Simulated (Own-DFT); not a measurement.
# Vacancy sites, with and without exact exchange: monoclinic HfO2, Hf32O62

Calculated, not measured. Each geometry was run twice at fixed positions with Own-DFT, a retired in-house plane-wave program that no person has reviewed: with PBE, and with HSE06 (exact exchange share 0.25 at short range, screening 0.11 per bohr, Gygi-Baldereschi treatment of its divergence). Both used PseudoDojo norm-conserving files made for PBE, a cutoff of 48 hartree, the Gamma point alone, fixed occupations, a neutral cell and no spin. One k point on a cell 10.1 Å thick isn't converged, and results move with the size of the cell. The hafnium file keeps the 4f electrons in the core, and its forces lie about 75 meV/Å off all-electron values. The oxygen file's force components were 24 meV/Å off all-electron values in a glass.

Cell vectors in Å: (10.234, 0.000, 0.000); (0.000, 10.350, 0.000); (-1.696, 0.000, 10.445). Atoms were moved at random from their ideal sites, and each line below averages several runs of one case and one width of the moves; u² is the mean square move along one axis. E is the PBE energy of the cell and D the HSE06 energy less the PBE one, each over its lowest single run, with the standard error of the mean. Within a case the pair of sites differs from run to run.

- A: two O taken from sites with four and four neighbours, under 3.2 Å apart
- B: two O taken from sites with three and four neighbours, under 3.2 Å apart
- C: two O taken from sites with three and three neighbours, under 3.2 Å apart

```
case,runs,u² (Å²),E (eV),error of E,D (eV),error of D
A,10,0.000932,0.409,0.067,0.095,0.012
A,10,0.002583,4.198,0.190,0.307,0.016
A,10,0.006412,13.387,0.608,0.741,0.030
B,10,0.000902,0.361,0.051,0.070,0.011
B,10,0.002499,4.068,0.149,0.291,0.031
B,10,0.006345,13.435,0.455,0.690,0.035
C,10,0.000864,0.548,0.075,0.041,0.009
C,10,0.002483,4.263,0.212,0.252,0.022
C,10,0.006743,14.615,0.609,0.806,0.031
```

Question: how do the cases differ under PBE, and what does HSE06 change?

## Solution

Fit E and D each to a + b u², with one a for each case and lines weighted by their errors. Against A, in eV:

| case | PBE | change by HSE06 | HSE06 |
|---|---|---|---|
| B | 0.03 ± 0.08 | -0.023 ± 0.014 | 0.01 ± 0.08 |
| C | 0.30 ± 0.09 | -0.042 ± 0.012 | 0.26 ± 0.10 |

Under PBE, C lies above A by more than three errors. D is known much better than E, because both runs of a geometry share the same random moves. HSE06 moves C down against A. The slope b is 2356 ± 44 eV/Å² for E and 122 ± 3 for D, so at this fixed cell HSE06 makes random moves about 5 % costlier. The vacancies are unrelaxed, and relaxation differs between sites.
